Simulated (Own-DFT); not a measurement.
## Calculated data, Hf₃₁SiO₆₄ (monoclinic hafnia with substituted atoms, atoms displaced)

All values are calculated (Own-DFT development build). A calculation, not a measurement: plane-wave PBE and HSE06 DFT by an unreviewed code, no spin, of a simulated cell at Gamma alone, so results move with cell size and shape, stress positive in tension, energies less offsets, not probed for a lower state with spin; hafnium file: forces about 75 meV/angstrom off all-electron values; oxygen file: force components 24 meV/angstrom off all-electron in a glass; k mesh not checked against a denser one; forces and stress are PBE's, HSE06 gives the energy alone, and its difference from PBE has offsets of its own; offsets are fitted by least squares, one for each functional and potential file, so energies compare only between cells with the same atoms and settings and are not formation energies; the far tail of each file's local potential was reset to the Coulomb form; each entry is a single point on an unrelaxed cell, so the pressure reflects the starting lattice, mostly measured values, from which strain is counted, and rises with the displacements; printed positions are rounded, which can move forces by about a meV/angstrom; the program is a retired in-house code; no spin-orbit coupling.

Settings shared by all entries: first functional PBE; second functional HSE06; exact exchange share 0.25; screening 0.11 1/bohr; exchange divergence Gygi-Baldereschi; potential files PseudoDojo norm-conserving, scalar-relativistic, made for PBE, standard set; wave cutoff 48 hartree; occupations fixed; k mesh 1 x 1 x 1 centred on Gamma.

(1) 
```cif
# cell vector a (Å): 10.2340 0.0000 0.0000
# cell vector b (Å): 0.0000 10.3500 0.0000
# cell vector c (Å): -1.6955 0.0000 10.4453
data_Hf31SiO64
_symmetry_space_group_name_H-M 'P 1'
_symmetry_Int_Tables_number 1
_cell_length_a 10.2340
_cell_length_b 10.3500
_cell_length_c 10.5820
_cell_angle_alpha 90.000
_cell_angle_beta 99.220
_cell_angle_gamma 90.000
_cell_volume 1106.39
loop_
_atom_site_label
_atom_site_type_symbol
_atom_site_fract_x
_atom_site_fract_y
_atom_site_fract_z
_atom_site_occupancy
Hf1 Hf 0.14287 0.00503 0.11187 1
Hf2 Hf 0.35823 0.26119 0.13641 1
Hf3 Hf 0.37691 0.49239 0.40343 1
Hf4 Hf 0.13886 0.24191 0.35436 1
O1 O 0.03165 0.15799 0.18024 1
O2 O 0.46817 0.41519 0.07232 1
O3 O 0.44936 0.33880 0.31368 1
O4 O 0.02271 0.08261 0.41815 1
O5 O 0.22427 0.38031 0.24275 1
O6 O 0.27054 0.12441 0.00113 1
O7 O 0.27240 0.14162 0.25480 1
O8 O 0.22701 0.37468 0.49790 1
Hf5 Hf 0.12880 0.01854 0.59459 1
Hf6 Hf 0.35633 0.25785 0.62155 1
Hf7 Hf 0.35907 0.46960 0.89000 1
Hf8 Hf 0.13565 0.23339 0.85281 1
O9 O 0.02383 0.16878 0.67804 1
O10 O 0.45963 0.41814 0.57484 1
O11 O 0.45274 0.33908 0.82078 1
O12 O 0.03112 0.09406 0.92498 1
O13 O 0.21666 0.37664 0.73882 1
O14 O 0.27647 0.13936 0.51568 1
O15 O 0.26097 0.11335 0.76140 1
O16 O 0.22006 0.36625 0.98284 1
Hf9 Hf 0.13012 0.51531 0.10595 1
Hf10 Hf 0.35553 0.76612 0.13081 1
Hf11 Hf 0.35907 0.97584 0.39636 1
Hf12 Hf 0.12896 0.72811 0.35569 1
O17 O 0.03043 0.66829 0.16912 1
O18 O 0.47177 0.91332 0.07863 1
O19 O 0.47368 0.84142 0.33164 1
O20 O 0.03813 0.58312 0.42543 1
O21 O 0.22925 0.88471 0.25403 1
O22 O 0.27837 0.63027 0.00697 1
O23 O 0.25970 0.62805 0.25443 1
O24 O 0.24039 0.87805 0.49373 1
Hf13 Hf 0.12712 0.51222 0.60478 1
Hf14 Hf 0.37110 0.77030 0.65327 1
Hf15 Hf 0.36859 0.98331 0.91182 1
Hf16 Hf 0.12894 0.73755 0.85091 1
O25 O 0.02877 0.66616 0.66909 1
O26 O 0.44536 0.91536 0.58131 1
O27 O 0.45176 0.83640 0.82043 1
O28 O 0.05149 0.58731 0.92369 1
O29 O 0.21747 0.87924 0.74110 1
O30 O 0.29113 0.62103 0.50942 1
O31 O 0.27306 0.62257 0.76544 1
O32 O 0.20802 0.86354 0.98219 1
Hf17 Hf 0.62012 0.01843 0.10129 1
Hf18 Hf 0.85766 0.25727 0.14005 1
Hf19 Hf 0.86288 0.46372 0.39730 1
Si1 Si 0.63210 0.22896 0.35191 1
O33 O 0.52787 0.16095 0.17724 1
O34 O 0.97775 0.40826 0.07836 1
O35 O 0.95766 0.32986 0.33374 1
O36 O 0.54238 0.07979 0.43195 1
O37 O 0.71763 0.37526 0.24598 1
O38 O 0.77860 0.12533 0.00053 1
O39 O 0.78445 0.11540 0.27245 1
O40 O 0.73017 0.36297 0.48142 1
Hf20 Hf 0.64134 0.01285 0.60073 1
Hf21 Hf 0.86779 0.27097 0.65646 1
Hf22 Hf 0.86987 0.48890 0.90628 1
Hf23 Hf 0.63474 0.23621 0.86272 1
O41 O 0.54728 0.17731 0.67833 1
O42 O 0.95313 0.41731 0.57936 1
O43 O 0.96158 0.32697 0.82686 1
O44 O 0.53516 0.08800 0.95069 1
O45 O 0.73468 0.37014 0.74807 1
O46 O 0.77489 0.13000 0.51645 1
O47 O 0.77778 0.11987 0.74645 1
O48 O 0.72952 0.37668 0.98535 1
Hf24 Hf 0.64436 0.52630 0.09518 1
Hf25 Hf 0.85467 0.77246 0.14627 1
Hf26 Hf 0.86415 0.97448 0.39396 1
Hf27 Hf 0.63839 0.73029 0.36122 1
O49 O 0.54166 0.67340 0.17455 1
O50 O 0.96993 0.91596 0.08260 1
O51 O 0.95448 0.82448 0.32959 1
O52 O 0.54033 0.58532 0.42292 1
O53 O 0.71825 0.87980 0.24717 1
O54 O 0.77711 0.63142 0.00367 1
O55 O 0.76599 0.60537 0.26496 1
O56 O 0.72377 0.86531 0.48510 1
Hf28 Hf 0.63521 0.51675 0.59006 1
Hf29 Hf 0.86192 0.77341 0.63933 1
Hf30 Hf 0.85263 0.98420 0.90072 1
Hf31 Hf 0.62879 0.74135 0.84988 1
O57 O 0.53243 0.66423 0.67613 1
O58 O 0.95655 0.92056 0.58171 1
O59 O 0.96680 0.84270 0.82781 1
O60 O 0.53107 0.59670 0.93539 1
O61 O 0.72801 0.89198 0.74258 1
O62 O 0.75745 0.61349 0.49944 1
O63 O 0.78163 0.62608 0.76134 1
O64 O 0.72309 0.87678 0.98624 1
_calc_PBE_energy_of_cell_above_offsets '-77.937'  # eV
_calc_HSE06_less_PBE_above_offsets '0.671'  # eV
_calc_PBE_pressure 7.7  # GPa
_calc_PBE_stress_xx -8.54  # GPa
_calc_PBE_stress_yy -6.67  # GPa
_calc_PBE_stress_zz -7.9  # GPa
_calc_PBE_stress_yz -0.29  # GPa
_calc_PBE_stress_xz -1.89  # GPa
_calc_PBE_stress_xy -1.56  # GPa
```

Force:
```tsv
element	x (eV/Å)	y (eV/Å)	z (eV/Å)
Hf	-1.753	3.391	-1.706
Hf	-0.255	3.103	0.65
Hf	-3.377	-1.423	-2.266
Hf	-0.338	-0.361	-0.93
O	-0.333	0.227	-0.389
O	-0.014	-0.627	-0.143
O	3.154	-1.759	1.646
O	2.682	0.654	0.723
O	-0.835	0.312	-0.47
O	0.721	-0.839	1.642
O	-0.03	-2.81	1.058
O	-1.047	-0.269	-1.532
Hf	0.217	0.223	3.06
Hf	2.602	5.122	7.866
Hf	-1.297	3.064	1.061
Hf	-0.397	-1.828	-0.49
O	3.024	-2.103	-1.263
O	1.399	-0.114	-0.23
O	2.778	-2.468	-0.095
O	-0.766	-1.364	0.988
O	-0.043	-0.096	-0.835
O	-2.481	-5.2	-5.184
O	1.601	0.376	-0.799
O	0.52	0.756	1.386
Hf	3.504	1.739	0.476
Hf	0.476	-2.838	2.611
Hf	2.173	0.885	-0.123
Hf	1.699	-0.806	0.169
O	-1.059	0.312	0.256
O	-3.291	-2.205	-0.311
O	-1.157	-0.056	-0.249
O	-0.511	-0.515	-0.159
O	-0.323	-0.372	-1.808
O	0.371	0.115	1.118
O	1.286	0.203	0.334
O	-3.965	-1.26	-0.76
Hf	1.91	1.204	1.081
Hf	-4.717	-1.97	-1.758
Hf	-3.368	0.25	-4.409
Hf	1.852	-1.055	-1.864
O	-0.328	0.18	-0.508
O	4.389	2.825	-0.329
O	2.008	0.856	2.753
O	-2.85	-2.051	0.324
O	0.035	0.018	-0.85
O	-1.604	1.629	0.558
O	-0.106	-0.538	-0.786
O	2.069	2.41	3.12
Hf	5.898	-0.053	5.999
Hf	0.784	0.358	2.029
Hf	-1.761	2.644	-0.92
Si	-0.279	0.145	-0.23
O	1.268	0.403	1.939
O	-2.739	-1.097	-0.062
O	2.264	-1.731	-1.472
O	-0.2	2.301	-2.325
O	-0.292	-2.113	-0.824
O	-1.32	1.524	1.566
O	-1.854	2.126	-1.909
O	-2.73	-1.298	-0.047
Hf	0.152	3.315	0.756
Hf	-3.114	-1.267	-1.906
Hf	0.499	-0.942	-3.262
Hf	0.424	0.599	-3.647
O	-1.185	-1.047	-0.299
O	1.562	1.201	0.037
O	0.189	2.203	2.097
O	-1.19	2.147	-5.151
O	-1.862	1.935	-0.117
O	-0.303	-0.781	-1.302
O	-0.84	-0.883	2.651
O	-0.147	-0.313	1.276
Hf	-2.62	-0.975	2.155
Hf	0.33	-0.166	0.331
Hf	-2.334	1.469	0.426
Hf	0.578	-0.038	-3.077
O	-1.16	0.193	-0.598
O	-1.231	-0.802	0.193
O	0.767	-0.376	-0.068
O	-1.321	-0.165	-0.457
O	0.789	-0.553	-1.398
O	0.365	0.72	0.875
O	1.355	1.417	-1.109
O	0.057	0.298	1.748
Hf	0.631	-1.477	4.098
Hf	-0.6	-1.714	2.166
Hf	3.735	0.698	-2.461
Hf	1.132	-2.446	0.159
O	1.624	-0.483	-0.048
O	0.995	0.312	-0.512
O	-1.34	-0.072	-0.552
O	0.411	0.611	-1.639
O	-0.789	-2.339	0.002
O	2.714	2.197	1.514
O	-0.584	0.105	-0.182
O	-0.952	-0.719	0.927
```

(2) 
```cif
# cell vector a (Å): 10.2340 0.0000 0.0000
# cell vector b (Å): 0.0000 10.3500 0.0000
# cell vector c (Å): -1.6955 0.0000 10.4453
data_Hf31SiO64
_symmetry_space_group_name_H-M 'P 1'
_symmetry_Int_Tables_number 1
_cell_length_a 10.2340
_cell_length_b 10.3500
_cell_length_c 10.5820
_cell_angle_alpha 90.000
_cell_angle_beta 99.220
_cell_angle_gamma 90.000
_cell_volume 1106.39
loop_
_atom_site_label
_atom_site_type_symbol
_atom_site_fract_x
_atom_site_fract_y
_atom_site_fract_z
_atom_site_occupancy
Hf1 Hf 0.13618 0.02193 0.10443 1
Hf2 Hf 0.36001 0.27139 0.14669 1
Hf3 Hf 0.36119 0.48109 0.40079 1
Hf4 Hf 0.13786 0.22850 0.35490 1
O1 O 0.04048 0.16331 0.16976 1
O2 O 0.45916 0.41994 0.07421 1
O3 O 0.46409 0.33847 0.32615 1
O4 O 0.04297 0.08016 0.42265 1
O5 O 0.22520 0.38014 0.23959 1
O6 O 0.27260 0.12425 0.01120 1
O7 O 0.27177 0.12218 0.25949 1
O8 O 0.22806 0.37145 0.49306 1
Hf5 Hf 0.13838 0.02209 0.60140 1
Hf6 Hf 0.36630 0.26834 0.64010 1
Hf7 Hf 0.36245 0.47674 0.89317 1
Hf8 Hf 0.13957 0.23146 0.85384 1
O9 O 0.03260 0.16467 0.66962 1
O10 O 0.46485 0.41731 0.57885 1
O11 O 0.45670 0.33495 0.82617 1
O12 O 0.04050 0.08491 0.91991 1
O13 O 0.22615 0.37988 0.74082 1
O14 O 0.27524 0.12801 0.50978 1
O15 O 0.27435 0.12267 0.76531 1
O16 O 0.22591 0.36722 0.99295 1
Hf9 Hf 0.14205 0.52108 0.10284 1
Hf10 Hf 0.35822 0.76845 0.14538 1
Hf11 Hf 0.36347 0.98059 0.39795 1
Hf12 Hf 0.13640 0.73040 0.34814 1
O17 O 0.03452 0.66246 0.17176 1
O18 O 0.46356 0.91562 0.08004 1
O19 O 0.46175 0.83273 0.32869 1
O20 O 0.03598 0.58596 0.42430 1
O21 O 0.22380 0.88302 0.24266 1
O22 O 0.28044 0.62747 0.01473 1
O23 O 0.27672 0.61824 0.26497 1
O24 O 0.22497 0.87092 0.49079 1
Hf13 Hf 0.13572 0.52035 0.60551 1
Si1 Si 0.36187 0.77249 0.64279 1
Hf14 Hf 0.36586 0.97729 0.90008 1
Hf15 Hf 0.13935 0.73157 0.85209 1
O25 O 0.03952 0.66135 0.66918 1
O26 O 0.46424 0.91854 0.57685 1
O27 O 0.46390 0.83443 0.83136 1
O28 O 0.03786 0.58009 0.92623 1
O29 O 0.22714 0.88472 0.74102 1
O30 O 0.27472 0.63271 0.51147 1
O31 O 0.27396 0.62116 0.76028 1
O32 O 0.22305 0.87339 0.98848 1
Hf16 Hf 0.63974 0.01755 0.10539 1
Hf17 Hf 0.85632 0.27203 0.14451 1
Hf18 Hf 0.85666 0.48620 0.40127 1
Hf19 Hf 0.63826 0.23293 0.35268 1
O33 O 0.53166 0.17014 0.17094 1
O34 O 0.96804 0.41876 0.07841 1
O35 O 0.96297 0.33873 0.32929 1
O36 O 0.53908 0.08317 0.42447 1
O37 O 0.72815 0.37442 0.24013 1
O38 O 0.77730 0.12804 0.01045 1
O39 O 0.77623 0.12370 0.26273 1
O40 O 0.72419 0.37401 0.49147 1
Hf20 Hf 0.64054 0.01864 0.60501 1
Hf21 Hf 0.85859 0.26919 0.64445 1
Hf22 Hf 0.85833 0.47762 0.89836 1
Hf23 Hf 0.63525 0.22562 0.85176 1
O41 O 0.53906 0.16241 0.66923 1
O42 O 0.96085 0.41251 0.56647 1
O43 O 0.96104 0.33614 0.82306 1
O44 O 0.53828 0.08182 0.92617 1
O45 O 0.72207 0.37727 0.73899 1
O46 O 0.77755 0.13612 0.51110 1
O47 O 0.76995 0.11963 0.75926 1
O48 O 0.72377 0.37362 0.98259 1
Hf24 Hf 0.63712 0.51499 0.09918 1
Hf25 Hf 0.86246 0.76799 0.14575 1
Hf26 Hf 0.85925 0.97794 0.39553 1
Hf27 Hf 0.63515 0.72920 0.35381 1
O49 O 0.53924 0.66468 0.16898 1
O50 O 0.96351 0.91982 0.07279 1
O51 O 0.96189 0.83994 0.32961 1
O52 O 0.53970 0.58292 0.42342 1
O53 O 0.72541 0.87621 0.24107 1
O54 O 0.77754 0.62717 0.01416 1
O55 O 0.76923 0.61944 0.25926 1
O56 O 0.72860 0.86916 0.49414 1
Hf28 Hf 0.63659 0.51793 0.60522 1
Hf29 Hf 0.85839 0.77210 0.64775 1
Hf30 Hf 0.86312 0.98231 0.89519 1
Hf31 Hf 0.63505 0.73586 0.85293 1
O57 O 0.53761 0.66500 0.66848 1
O58 O 0.96638 0.91331 0.57845 1
O59 O 0.96194 0.83296 0.82925 1
O60 O 0.54171 0.58161 0.92279 1
O61 O 0.72660 0.88099 0.73651 1
O62 O 0.77106 0.63194 0.50961 1
O63 O 0.77588 0.62026 0.76409 1
O64 O 0.72658 0.87065 0.99284 1
_calc_PBE_energy_of_cell_above_offsets '-90.248'  # eV
_calc_HSE06_less_PBE_above_offsets '0.131'  # eV
_calc_PBE_pressure 2.85  # GPa
_calc_PBE_stress_xx -2.83  # GPa
_calc_PBE_stress_yy -2.55  # GPa
_calc_PBE_stress_zz -3.17  # GPa
_calc_PBE_stress_yz -0.25  # GPa
_calc_PBE_stress_xz 0  # GPa
_calc_PBE_stress_xy 0.78  # GPa
```

Force:
```tsv
element	x (eV/Å)	y (eV/Å)	z (eV/Å)
Hf	0.695	-0.161	-0.232
Hf	-0.416	-0.202	-0.16
Hf	0.314	-0.003	-0.799
Hf	-0.667	0.821	-0.65
O	-1.901	1.542	0.566
O	0.633	-0.296	0.35
O	0.403	-0.31	0.302
O	-1.17	-0.216	-0.487
O	-0.169	-0.076	0.346
O	0.744	0.661	0.28
O	0.837	-0.02	0.612
O	-0.105	-0.313	-0.442
Hf	-0.234	-0.25	0.929
Hf	-1.227	0.151	1.07
Hf	-0.39	0.97	0.35
Hf	-0.191	-0.214	-0.222
O	-0.078	0.281	0.173
O	0.178	-0.18	0.094
O	1.971	-1.564	-0.328
O	-1.331	-0.491	-0.24
O	-0.424	-0.076	-0.416
O	0.622	0.339	0.213
O	0.607	0.043	-0.593
O	-0.166	0.289	-0.55
Hf	-0.471	-0.771	0.202
Hf	0.907	0.17	0.444
Hf	-0.369	-0.167	-0.622
Hf	-0.201	0.033	1.471
O	-0.213	0.869	0.299
O	0.473	0.033	0.141
O	0.346	-0.217	-0.164
O	-0.082	0.217	-0.374
O	-0.05	-0.67	-0.381
O	-0.185	0.332	-0.513
O	-0.014	0.742	-0.504
O	0.579	-0.575	0.509
Hf	0.397	-0.416	-0.456
Si	0.899	0.219	0.133
Hf	-1.512	1.165	-0.423
Hf	-0.439	-0.575	0.156
O	-1.692	1.483	0.891
O	-1.473	-2.245	1.354
O	0.13	-1.067	-1.821
O	0.335	0.814	-0.778
O	0.971	-1.649	-0.845
O	0.777	1.306	1.372
O	1.066	0.938	-0.391
O	0.088	-0.898	0.018
Hf	-0.433	0.486	0.439
Hf	2.215	0.223	0.68
Hf	1.155	-0.789	-1.19
Hf	-0.374	-0.06	0.239
O	0.937	-0.674	0.083
O	-0.896	-0.909	0.049
O	0.568	-0.816	-0.568
O	-0.193	-0.05	-0.3
O	-0.875	0.484	-0.466
O	-0.217	0.258	0.014
O	-0.051	-0.546	-0.39
O	-0.719	-0.162	-0.353
Hf	0.247	0.114	-0.736
Hf	0.945	0.852	0.201
Hf	1.371	0.641	-0.545
Hf	-0.069	0.692	0.117
O	-1.052	0.955	0.449
O	0.582	0.052	1.499
O	0.473	-0.274	0.277
O	-0.042	0.042	-0.308
O	-0.375	-0.147	-0.009
O	-0.299	-1.131	-0.358
O	0.511	0.065	0.295
O	-0.58	-1.014	0.859
Hf	-0.385	1.135	0.887
Hf	-0.095	0.168	-0.102
Hf	0.531	0.598	0.651
Hf	-0.095	-0.221	-0.334
O	-1.105	0.669	0.179
O	-0.363	-0.78	0.583
O	0.983	-1.169	-0.769
O	-0.915	-0.481	-0.161
O	-0.321	0.54	-0.149
O	0.123	0.302	-0.174
O	0.688	0.192	0.16
O	-0.439	0.466	-0.629
Hf	0.582	0.374	0.01
Hf	1.214	-0.712	-0.319
Hf	0.812	-0.051	0.291
Hf	0.388	-1.515	0.35
O	-2.53	2.275	0.323
O	-0.09	0.199	-0.069
O	0.529	-0.35	-0.257
O	-0.503	0.151	-0.787
O	-0.602	-0.298	0.787
O	0.532	-0.053	0.538
O	-0.201	0.341	-0.372
O	-0.377	0.13	-0.498
```
